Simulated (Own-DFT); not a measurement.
# Computed records: AlGa$_{3}$N$_{4}$ (wurtzite random alloy, strained, atoms displaced)

Computed with Own-DFT development build. A calculation, not a measurement: plane-wave PBE density functional theory by an unreviewed code, no spin, of a simulated periodic cell, stress positive in tension, free energy of the whole cell less one offset for each atom, forces on such cells passed a denser k mesh, this cell's mesh not checked; offsets are fitted by least squares, one for each functional and potential file, so energies compare only between cells with the same atoms and settings and are not formation energies; the far tail of each file's local potential was reset to the Coulomb form; each entry is a single point on an unrelaxed cell, so the pressure reflects the starting lattice, mostly measured values, from which strain is counted, and rises with the displacements; printed positions are rounded, which can move forces by about a meV/angstrom; the program is a retired in-house code; no spin-orbit coupling.

Common to all runs: functional PBE; potential files PseudoDojo norm-conserving, scalar-relativistic, standard set; wave cutoff 42 hartree; occupations Fermi-Dirac; smearing width 0.1 eV; k mesh 4 x 4 x 3 centred on Gamma.

(1) 
```cif
# cell vector a (Å): 9.2240 0.0000 0.0000
# cell vector b (Å): -4.6120 7.9882 0.0000
# cell vector c (Å): 0.0000 0.0000 10.2685
data_AlGa3N4
_symmetry_space_group_name_H-M 'P 1'
_symmetry_Int_Tables_number 1
_cell_length_a 9.2240
_cell_length_b 9.2240
_cell_length_c 10.2685
_cell_angle_alpha 90.000
_cell_angle_beta 90.000
_cell_angle_gamma 120.000
_cell_volume 756.62
loop_
_atom_site_label
_atom_site_type_symbol
_atom_site_fract_x
_atom_site_fract_y
_atom_site_fract_z
_atom_site_occupancy
Ga1 Ga 0.11624 0.22700 0.00010 1
Ga2 Ga 0.22153 0.10459 0.24735 1
N1 N 0.11622 0.22821 0.20166 1
N2 N 0.22890 0.11835 0.43813 1
Al1 Al 0.10792 0.22799 0.50548 1
Ga3 Ga 0.22698 0.11667 0.75116 1
N3 N 0.10032 0.21281 0.69250 1
N4 N 0.22079 0.10324 0.93818 1
Ga4 Ga 0.10692 0.54778 0.99469 1
Ga5 Ga 0.22005 0.44901 0.25009 1
N5 N 0.10971 0.55181 0.18611 1
N6 N 0.22544 0.44797 0.44416 1
Ga6 Ga 0.11239 0.55566 0.50954 1
Ga7 Ga 0.22539 0.44272 0.75753 1
N7 N 0.11549 0.55675 0.69484 1
N8 N 0.22651 0.44046 0.93799 1
Ga8 Ga 0.10453 0.88214 0.00146 1
Ga9 Ga 0.22072 0.77463 0.25059 1
N9 N 0.11800 0.89556 0.19940 1
N10 N 0.22556 0.78905 0.43663 1
Al2 Al 0.09774 0.88568 0.50310 1
Ga10 Ga 0.22139 0.77509 0.74746 1
N11 N 0.11728 0.89572 0.69315 1
N12 N 0.23090 0.77194 0.93703 1
Al3 Al 0.44745 0.22611 0.99375 1
Ga11 Ga 0.56196 0.10731 0.25176 1
N13 N 0.44521 0.22285 0.19265 1
N14 N 0.54568 0.10383 0.43052 1
Al4 Al 0.43564 0.22128 0.49912 1
Ga12 Ga 0.55583 0.10051 0.74985 1
N15 N 0.44707 0.22403 0.69569 1
N16 N 0.55616 0.10260 0.92696 1
Al5 Al 0.44035 0.55512 0.00118 1
Al6 Al 0.56282 0.45471 0.25708 1
N17 N 0.44710 0.55357 0.19159 1
N18 N 0.55677 0.44349 0.43816 1
Al7 Al 0.45134 0.55568 0.51400 1
Ga13 Ga 0.54181 0.44431 0.75286 1
N19 N 0.44680 0.55241 0.69192 1
N20 N 0.56526 0.44886 0.94091 1
Ga14 Ga 0.44769 0.88974 0.99378 1
Ga15 Ga 0.56802 0.78845 0.25468 1
N21 N 0.43917 0.88599 0.18594 1
N22 N 0.54686 0.77303 0.44380 1
Al8 Al 0.45234 0.89461 0.50230 1
Ga16 Ga 0.56003 0.77991 0.75146 1
N23 N 0.45267 0.88255 0.68601 1
N24 N 0.55967 0.78466 0.93957 1
Ga17 Ga 0.78393 0.22324 0.99505 1
Ga18 Ga 0.88740 0.10059 0.24792 1
N25 N 0.76553 0.21732 0.18417 1
N26 N 0.88267 0.10682 0.43734 1
Al9 Al 0.77895 0.21743 0.49891 1
Ga19 Ga 0.88909 0.12023 0.75048 1
N27 N 0.78042 0.21951 0.68817 1
N28 N 0.88266 0.10949 0.94446 1
Ga20 Ga 0.77983 0.54821 0.99897 1
Ga21 Ga 0.88548 0.44275 0.24394 1
N29 N 0.77893 0.55417 0.18438 1
N30 N 0.89011 0.44233 0.44405 1
Ga22 Ga 0.77855 0.55191 0.50358 1
Ga23 Ga 0.87856 0.44319 0.74835 1
N31 N 0.77911 0.55398 0.68231 1
N32 N 0.89126 0.45039 0.93174 1
Ga24 Ga 0.78002 0.89747 0.00796 1
Ga25 Ga 0.88484 0.76468 0.25081 1
N33 N 0.78303 0.88309 0.18592 1
N34 N 0.88547 0.76887 0.44241 1
Ga26 Ga 0.77081 0.89503 0.49559 1
Ga27 Ga 0.88672 0.78058 0.75046 1
N35 N 0.78132 0.89204 0.67609 1
N36 N 0.88563 0.77628 0.93675 1
_calc_free_energy_of_cell_above_offsets '11.946'  # eV
_calc_pressure 21.71  # GPa
_calc_stress_xx -25.38  # GPa
_calc_stress_yy -26.13  # GPa
_calc_stress_zz -13.64  # GPa
_calc_stress_yz 0.52  # GPa
_calc_stress_xz -0.77  # GPa
_calc_stress_xy 0.6  # GPa
```

Force:
| element | x (eV/Å) | y (eV/Å) | z (eV/Å) |
| --- | --- | --- | --- |
| Ga | 0.182 | -2.079 | 1.641 |
| Ga | 0.378 | 3.307 | 1.81 |
| N | -0.641 | -1.24 | -2.391 |
| N | -2.717 | -1.383 | 1.341 |
| Al | 1.056 | -0.75 | -1.011 |
| Ga | -0.39 | -0.894 | 0.422 |
| N | 1.571 | 2.125 | -1.528 |
| N | 0.333 | 1.546 | 0.571 |
| Ga | 0.688 | 1.209 | 0.968 |
| Ga | 1.607 | 0.233 | 1.853 |
| N | -1.056 | 0.363 | -1.046 |
| N | 0.912 | -0.344 | 0.506 |
| Ga | 0.079 | 1.219 | -1.085 |
| Ga | -0.89 | -0.354 | -1.467 |
| N | -0.49 | -1.431 | -0.163 |
| N | 0.217 | 1.044 | 0.485 |
| Ga | 1.362 | -0.064 | 0.564 |
| Ga | 0.377 | 0.098 | 0.81 |
| N | -1.277 | -3.573 | -2.748 |
| N | 0.018 | -0.602 | 1.77 |
| Al | 2.165 | 1.401 | -0.144 |
| Ga | 0.326 | 1.226 | 0.729 |
| N | -0.488 | -1.046 | -1.754 |
| N | -2.188 | -0.075 | -0.313 |
| Al | 0.608 | -1.107 | 1.493 |
| Ga | -3.285 | -0.581 | -0.404 |
| N | 0.74 | 1.522 | -1.834 |
| N | 1.136 | 1.501 | 3.231 |
| Al | 1.998 | 0.227 | 0.327 |
| Ga | -0.699 | 1.04 | -1.086 |
| N | 0.591 | -0.327 | -2.359 |
| N | -1.082 | 2.512 | 2.106 |
| Al | 1.842 | 1.035 | 1.119 |
| Al | -0.485 | -2.174 | -0.856 |
| N | 0.128 | 0.837 | -1.24 |
| N | -0.994 | -0.044 | 0.507 |
| Al | -0.858 | -0.364 | -2.53 |
| Ga | 4.483 | -0.717 | 1.181 |
| N | -2.283 | 1.476 | -1.099 |
| N | -2.888 | -0.988 | -0.347 |
| Ga | -0.531 | 0.106 | 2.126 |
| Ga | -2.027 | -1.894 | -0.125 |
| N | 1.501 | -0.053 | -0.532 |
| N | 0.16 | -0.433 | -0.369 |
| Al | -1.819 | -0.969 | -0.446 |
| Ga | 1.431 | -0.2 | 0.654 |
| N | -2.003 | 0.296 | -1.454 |
| N | 1.181 | -2.52 | -0.362 |
| Ga | -2.724 | 0.584 | 1.033 |
| Ga | -0.382 | 2.126 | 0.489 |
| N | 3.353 | 0.9 | -0.931 |
| N | 0.825 | 2.306 | -0.399 |
| Al | -1.701 | 0.572 | -0.064 |
| Ga | 0.535 | -2.771 | 1.388 |
| N | -1.699 | 0.903 | -2.023 |
| N | 2.565 | 0.833 | -1.7 |
| Ga | -0.893 | 1.881 | 0.592 |
| Ga | 0.857 | -0.771 | 1.903 |
| N | -1.031 | -0.96 | 0.113 |
| N | 0.305 | -1.322 | -1.181 |
| Ga | -0.313 | -0.565 | -0.587 |
| Ga | 1.53 | -0.034 | -0.27 |
| N | -1.818 | 0.673 | 1.681 |
| N | 0.776 | -1.644 | 0.069 |
| Ga | 0.549 | -2.126 | -1.432 |
| Ga | 1.037 | 1.806 | 1.264 |
| N | -0.099 | 0.113 | 1.014 |
| N | -0.921 | 1.57 | -1.072 |
| Ga | 1.516 | -2.198 | 0.382 |
| Ga | 0.507 | -0.134 | -0.28 |
| N | -0.357 | 0.154 | 2.143 |
| N | -0.395 | -0.01 | 0.343 |

(2) 
```cif
# cell vector a (Å): 9.2240 0.0000 0.0000
# cell vector b (Å): -4.6120 7.9882 0.0000
# cell vector c (Å): 0.0000 0.0000 10.2685
data_AlGa3N4
_symmetry_space_group_name_H-M 'P 1'
_symmetry_Int_Tables_number 1
_cell_length_a 9.2240
_cell_length_b 9.2240
_cell_length_c 10.2685
_cell_angle_alpha 90.000
_cell_angle_beta 90.000
_cell_angle_gamma 120.000
_cell_volume 756.62
loop_
_atom_site_label
_atom_site_type_symbol
_atom_site_fract_x
_atom_site_fract_y
_atom_site_fract_z
_atom_site_occupancy
Ga1 Ga 0.11646 0.23820 0.99938 1
Ga2 Ga 0.22541 0.10700 0.24887 1
N1 N 0.11476 0.22747 0.18978 1
N2 N 0.22402 0.11512 0.44762 1
Al1 Al 0.11185 0.23120 0.50420 1
Al2 Al 0.22126 0.10265 0.75077 1
N3 N 0.11640 0.22091 0.68508 1
N4 N 0.22203 0.10821 0.94591 1
Ga3 Ga 0.11488 0.55509 0.00088 1
Ga4 Ga 0.22692 0.45080 0.24768 1
N5 N 0.11864 0.57142 0.19475 1
N6 N 0.22583 0.45298 0.43147 1
Al3 Al 0.10667 0.55567 0.50333 1
Ga5 Ga 0.22000 0.43687 0.75044 1
N7 N 0.10687 0.55418 0.68579 1
N8 N 0.22314 0.44339 0.94568 1
Ga6 Ga 0.10555 0.88587 0.00093 1
Ga7 Ga 0.20983 0.78009 0.24831 1
N9 N 0.09522 0.87947 0.18001 1
N10 N 0.21836 0.77428 0.43208 1
Al4 Al 0.10337 0.89537 0.50033 1
Ga8 Ga 0.21974 0.77382 0.75656 1
N11 N 0.11710 0.89119 0.68752 1
N12 N 0.23089 0.78147 0.93623 1
Ga9 Ga 0.44814 0.22588 0.99870 1
Ga10 Ga 0.54653 0.11169 0.25106 1
N13 N 0.44351 0.22009 0.19083 1
N14 N 0.55739 0.11199 0.43680 1
Ga11 Ga 0.44289 0.22719 0.50374 1
Al5 Al 0.55412 0.11130 0.74626 1
N15 N 0.43651 0.21850 0.69145 1
N16 N 0.55102 0.10577 0.95322 1
Ga12 Ga 0.44066 0.55108 0.99942 1
Ga13 Ga 0.55576 0.44901 0.24963 1
N17 N 0.46078 0.57246 0.18521 1
N18 N 0.54580 0.44363 0.43831 1
Ga14 Ga 0.43703 0.55292 0.50149 1
Al6 Al 0.55110 0.44273 0.74412 1
N19 N 0.44183 0.54688 0.68139 1
N20 N 0.55855 0.44950 0.93932 1
Ga15 Ga 0.43326 0.87653 0.00456 1
Ga16 Ga 0.55535 0.77777 0.24821 1
N21 N 0.45088 0.89611 0.18338 1
N22 N 0.55247 0.76897 0.43313 1
Al7 Al 0.43937 0.88609 0.49897 1
Ga17 Ga 0.55700 0.78119 0.74317 1
N23 N 0.44213 0.89262 0.68473 1
N24 N 0.56309 0.78990 0.92868 1
Ga18 Ga 0.77558 0.22063 0.99697 1
Ga19 Ga 0.89040 0.10716 0.24302 1
N25 N 0.76950 0.22547 0.19642 1
N26 N 0.89156 0.10000 0.43375 1
Ga20 Ga 0.77672 0.22293 0.49935 1
Ga21 Ga 0.88918 0.10643 0.74653 1
N27 N 0.77755 0.22140 0.69025 1
N28 N 0.87969 0.10054 0.94811 1
Ga22 Ga 0.78272 0.55509 0.99591 1
Ga23 Ga 0.88507 0.44820 0.24535 1
N29 N 0.77111 0.55119 0.18948 1
N30 N 0.88071 0.44139 0.43669 1
Ga24 Ga 0.79035 0.56715 0.50753 1
Ga25 Ga 0.88693 0.44372 0.74489 1
N31 N 0.78021 0.55697 0.68139 1
N32 N 0.88973 0.44810 0.93767 1
Ga26 Ga 0.77749 0.88970 0.99595 1
Al8 Al 0.87539 0.77240 0.25568 1
N33 N 0.76981 0.88253 0.19429 1
N34 N 0.88966 0.78575 0.44095 1
Al9 Al 0.77810 0.88176 0.49784 1
Ga27 Ga 0.89028 0.78133 0.74994 1
N35 N 0.77995 0.89274 0.69102 1
N36 N 0.89311 0.78210 0.93993 1
_calc_free_energy_of_cell_above_offsets '11.827'  # eV
_calc_pressure 21.8  # GPa
_calc_stress_xx -25.03  # GPa
_calc_stress_yy -27.55  # GPa
_calc_stress_zz -12.82  # GPa
_calc_stress_yz -0.36  # GPa
_calc_stress_xz -0.76  # GPa
_calc_stress_xy -0.29  # GPa
```

Force:
| element | x (eV/Å) | y (eV/Å) | z (eV/Å) |
| --- | --- | --- | --- |
| Ga | 0.215 | -5.286 | 1.584 |
| Ga | -1.511 | -0.046 | 0.821 |
| N | 0.476 | -0.077 | -0.705 |
| N | -1.642 | -0.683 | -1.16 |
| Al | 0.241 | -0.735 | -1.837 |
| Al | -0.523 | 0.952 | 1.131 |
| N | -0.003 | -0.98 | 0.342 |
| N | -0.812 | 0.965 | -2.388 |
| Ga | -1.337 | 0.903 | 1.038 |
| Ga | 0.193 | 0.441 | 0.258 |
| N | 0.005 | -3.522 | -2.398 |
| N | -2.204 | -1.645 | 1.667 |
| Al | 0.19 | 0.108 | -1.652 |
| Ga | -0.302 | 1.198 | 0.331 |
| N | 1.229 | -0.164 | -0.403 |
| N | -0.496 | 2.244 | -2.925 |
| Ga | 1.352 | 0.601 | -0.267 |
| Ga | 1.932 | 2.241 | 0.901 |
| N | -1.139 | 0.666 | 2.193 |
| N | -0.967 | 0.793 | 2.231 |
| Al | 2.431 | -0.146 | 0.221 |
| Ga | 0.397 | 0.427 | -1.253 |
| N | -0.92 | -0.345 | -0.815 |
| N | -2.708 | -1.759 | -0.027 |
| Ga | -0.306 | -0.355 | 0.89 |
| Ga | 1.743 | -0.422 | 0.639 |
| N | -1.349 | 1.516 | -1.094 |
| N | -1.014 | -1.336 | 1.054 |
| Ga | 1.253 | -0.568 | -0.2 |
| Al | -0.146 | -0.146 | 1.403 |
| N | 1.258 | 0.65 | 0.82 |
| N | 0.067 | 0.163 | -3.552 |
| Ga | 1.399 | 2.554 | 0.307 |
| Ga | -0.474 | -1.261 | 1.017 |
| N | -1.462 | -3.42 | -1.218 |
| N | 1.947 | 0.913 | -0.121 |
| Ga | 0.53 | 0.433 | -0.779 |
| Al | 0.948 | -0.06 | 0.979 |
| N | -0.132 | 0.908 | 1.901 |
| N | 0.136 | -0.352 | -2.293 |
| Ga | 2.486 | 2.057 | 0.143 |
| Ga | -1.754 | 1.872 | 1.402 |
| N | -1.27 | -1.434 | 1.344 |
| N | -0.238 | 2.274 | 1.835 |
| Al | 0.337 | 0.169 | -0.784 |
| Ga | -0.706 | -0.801 | 0.523 |
| N | 0.22 | 0.109 | -0.725 |
| N | -0.777 | -2.284 | 0.379 |
| Ga | -0.37 | 0.093 | 1.715 |
| Ga | -1.244 | 0.865 | 1.011 |
| N | 1.961 | -0.41 | -1.67 |
| N | -0.204 | 1.108 | 1.435 |
| Ga | 0.968 | -1.084 | -0.459 |
| Ga | -0.153 | 1.587 | 1.572 |
| N | -0.711 | -0.767 | -0.114 |
| N | 1.342 | 3.757 | -2.29 |
| Ga | -1.437 | 0.873 | 1.42 |
| Ga | 1.264 | -0.405 | 1.228 |
| N | 0.218 | 2.279 | -0.83 |
| N | 1.566 | 1.408 | 0.384 |
| Ga | -1.479 | -1.583 | -2.783 |
| Ga | -0.059 | -0.085 | 1.26 |
| N | -1.658 | -0.294 | 2.884 |
| N | 1.488 | -0.775 | -0.984 |
| Ga | 0.056 | -2.183 | 2.218 |
| Al | 0.86 | 0.122 | -0.798 |
| N | 2.141 | 0.558 | -1.698 |
| N | 1.068 | -0.664 | -1.273 |
| Al | -2.513 | 1.29 | 0.456 |
| Ga | 0.533 | -0.357 | 0.654 |
| N | 0.35 | -1.406 | -2.617 |
| N | -0.781 | -1.25 | -1.482 |

(3) 
```cif
# cell vector a (Å): 9.2240 0.0000 0.0000
# cell vector b (Å): -4.6120 7.9882 0.0000
# cell vector c (Å): 0.0000 0.0000 10.2685
data_AlGa3N4
_symmetry_space_group_name_H-M 'P 1'
_symmetry_Int_Tables_number 1
_cell_length_a 9.2240
_cell_length_b 9.2240
_cell_length_c 10.2685
_cell_angle_alpha 90.000
_cell_angle_beta 90.000
_cell_angle_gamma 120.000
_cell_volume 756.62
loop_
_atom_site_label
_atom_site_type_symbol
_atom_site_fract_x
_atom_site_fract_y
_atom_site_fract_z
_atom_site_occupancy
Ga1 Ga 0.10656 0.21711 0.00274 1
Ga2 Ga 0.23211 0.11920 0.24501 1
N1 N 0.09684 0.21453 0.19015 1
N2 N 0.23111 0.11438 0.43983 1
Ga3 Ga 0.12087 0.22963 0.49307 1
Al1 Al 0.22075 0.11610 0.75089 1
N3 N 0.10781 0.22705 0.69630 1
N4 N 0.21983 0.11312 0.94724 1
Al2 Al 0.10158 0.54863 0.00781 1
Ga4 Ga 0.22281 0.44536 0.24958 1
N5 N 0.11184 0.56234 0.19591 1
N6 N 0.22663 0.44564 0.43615 1
Al3 Al 0.11849 0.56250 0.50298 1
Al4 Al 0.22997 0.44946 0.75044 1
N7 N 0.10595 0.55125 0.68711 1
N8 N 0.21855 0.43826 0.94380 1
Al5 Al 0.10976 0.89157 0.99885 1
Ga5 Ga 0.22230 0.79004 0.25116 1
N9 N 0.10227 0.88006 0.18703 1
N10 N 0.22460 0.78126 0.43858 1
Ga6 Ga 0.12105 0.90198 0.50276 1
Ga7 Ga 0.22322 0.77952 0.74223 1
N11 N 0.11777 0.89125 0.68780 1
N12 N 0.22838 0.77973 0.92631 1
Ga8 Ga 0.43564 0.21463 0.99636 1
Ga9 Ga 0.56465 0.11855 0.24553 1
N13 N 0.44714 0.22270 0.18846 1
N14 N 0.54611 0.10115 0.44572 1
Ga10 Ga 0.44606 0.22439 0.49372 1
Ga11 Ga 0.55239 0.10378 0.73791 1
N15 N 0.44426 0.22857 0.69155 1
N16 N 0.56429 0.11282 0.94026 1
Ga12 Ga 0.43634 0.55506 0.00933 1
Al6 Al 0.56106 0.44779 0.24703 1
N17 N 0.43618 0.54876 0.18893 1
N18 N 0.55654 0.44345 0.44210 1
Ga13 Ga 0.44235 0.55130 0.50489 1
Ga14 Ga 0.55620 0.43951 0.75595 1
N19 N 0.44389 0.55027 0.69229 1
N20 N 0.55824 0.44974 0.94048 1
Ga15 Ga 0.44431 0.89747 0.99806 1
Al7 Al 0.55107 0.76598 0.24973 1
N21 N 0.43503 0.87955 0.20055 1
N22 N 0.54496 0.78595 0.44072 1
Ga16 Ga 0.44695 0.89130 0.50252 1
Ga17 Ga 0.54903 0.76820 0.74923 1
N23 N 0.45106 0.89384 0.68977 1
N24 N 0.55401 0.77567 0.93900 1
Ga18 Ga 0.77406 0.21823 0.00332 1
Ga19 Ga 0.89236 0.11478 0.24560 1
N25 N 0.77332 0.22951 0.19646 1
N26 N 0.89062 0.11925 0.43873 1
Ga20 Ga 0.78192 0.22586 0.50064 1
Ga21 Ga 0.88758 0.10516 0.74943 1
N27 N 0.77907 0.22149 0.68739 1
N28 N 0.88896 0.10693 0.94136 1
Ga22 Ga 0.78518 0.55956 0.99584 1
Al8 Al 0.88229 0.45165 0.24606 1
N29 N 0.76560 0.54190 0.19624 1
N30 N 0.89014 0.44590 0.43900 1
Ga23 Ga 0.77452 0.55861 0.50530 1
Ga24 Ga 0.87485 0.42370 0.74691 1
N31 N 0.77648 0.55140 0.69004 1
N32 N 0.89851 0.44184 0.93399 1
Ga25 Ga 0.78307 0.89691 0.99150 1
Ga26 Ga 0.88408 0.77502 0.25146 1
N33 N 0.78078 0.90416 0.19060 1
N34 N 0.89451 0.78239 0.43295 1
Al9 Al 0.77053 0.88819 0.49822 1
Ga27 Ga 0.89257 0.78800 0.74916 1
N35 N 0.76892 0.88492 0.68560 1
N36 N 0.89201 0.78294 0.93905 1
_calc_free_energy_of_cell_above_offsets '12.640'  # eV
_calc_pressure 22.32  # GPa
_calc_stress_xx -27.73  # GPa
_calc_stress_yy -28.08  # GPa
_calc_stress_zz -11.15  # GPa
_calc_stress_yz 0.15  # GPa
_calc_stress_xz 0.34  # GPa
_calc_stress_xy -2.32  # GPa
```

Force:
| element | x (eV/Å) | y (eV/Å) | z (eV/Å) |
| --- | --- | --- | --- |
| Ga | -0.381 | 1.035 | 0.537 |
| Ga | -1.733 | -1.7 | 0.903 |
| N | 3.79 | 2.414 | -0.933 |
| N | -1.607 | 0.499 | -1.75 |
| Ga | -1.234 | -1.4 | 1.583 |
| Al | 0.389 | -0.089 | 0.301 |
| N | 1.955 | 0.113 | -0.98 |
| N | -0.077 | -1.958 | -2.542 |
| Al | 2.031 | 1.699 | -0.593 |
| Ga | -1.714 | -0.753 | 0.589 |
| N | -1.198 | -1.264 | -1.761 |
| N | -1.233 | 1.306 | 0.179 |
| Al | -1 | -0.767 | -0.678 |
| Al | -1.941 | -0.597 | 1.132 |
| N | 1.446 | -0.192 | -0.61 |
| N | -1.205 | 1.108 | -1.166 |
| Al | 1.297 | -0.939 | 0.223 |
| Ga | 0.121 | -1.715 | 1.46 |
| N | -0.655 | 2.052 | -1.874 |
| N | -0.601 | -0.854 | 0.773 |
| Ga | -0.339 | -2.166 | -0.324 |
| Ga | 0.675 | -1.243 | 0.872 |
| N | -1.719 | 2.027 | 0.246 |
| N | -2.085 | -0.792 | 2.431 |
| Ga | 2.117 | 1.883 | 0.638 |
| Ga | -1.961 | -3.091 | 2.353 |
| N | 0.017 | 1.523 | -0.587 |
| N | 1.047 | 3.086 | -1.701 |
| Ga | 1.18 | 0.005 | 1.916 |
| Ga | -0.445 | 2.741 | 2.083 |
| N | -0.56 | -2.342 | -0.605 |
| N | -2.007 | 0.43 | -1.654 |
| Ga | 0.919 | 0.243 | -1.706 |
| Al | -2.518 | -1.681 | 1.414 |
| N | 2.572 | 0.782 | 1.233 |
| N | -0.575 | 0.995 | -2.425 |
| Ga | 0.233 | 1.219 | -0.164 |
| Ga | -0.007 | 1.299 | 0.387 |
| N | -0.541 | -0.481 | -0.647 |
| N | -0.068 | -0.681 | 0.65 |
| Ga | 0.631 | -2.042 | 1.346 |
| Al | -0.696 | 2.253 | 0.564 |
| N | 2.75 | 1.586 | -2.235 |
| N | 4.825 | -2.627 | -1.809 |
| Ga | -2.28 | -0.512 | 0.935 |
| Ga | -0.202 | 0.864 | 1.251 |
| N | -0.232 | -2.788 | -0.902 |
| N | -0.12 | 0.308 | -0.048 |
| Ga | 1.2 | 1.182 | 0.764 |
| Ga | -3.078 | 0.263 | 2.922 |
| N | 2.865 | 1.532 | -1.889 |
| N | 1.293 | -2.072 | -0.056 |
| Ga | -1.073 | 0.003 | -0.344 |
| Ga | -0.728 | 0.552 | 0.45 |
| N | 0.016 | -3.191 | -0.845 |
| N | -0.843 | 2.161 | -1.592 |
| Ga | -0.264 | -0.929 | 0.583 |
| Al | 2.96 | -0.83 | 2.423 |
| N | 0.347 | 2.742 | -2.393 |
| N | 0.403 | 1.238 | -0.859 |
| Ga | 1.636 | 0.26 | -0.378 |
| Ga | 0.789 | 4.435 | 1.153 |
| N | -0.005 | 1.16 | 0.451 |
| N | -1.367 | -0.063 | 0.73 |
| Ga | -1.105 | -2.858 | 2.425 |
| Ga | -0.677 | 0.403 | -0.423 |
| N | -0.775 | -4.419 | -1.05 |
| N | -1.572 | 0.502 | 1.893 |
| Al | 0.619 | 0.64 | -0.612 |
| Ga | 0.577 | -1.724 | -0.055 |
| N | 0.746 | 0.139 | -1.207 |
| N | 0.974 | 0.079 | -0.4 |
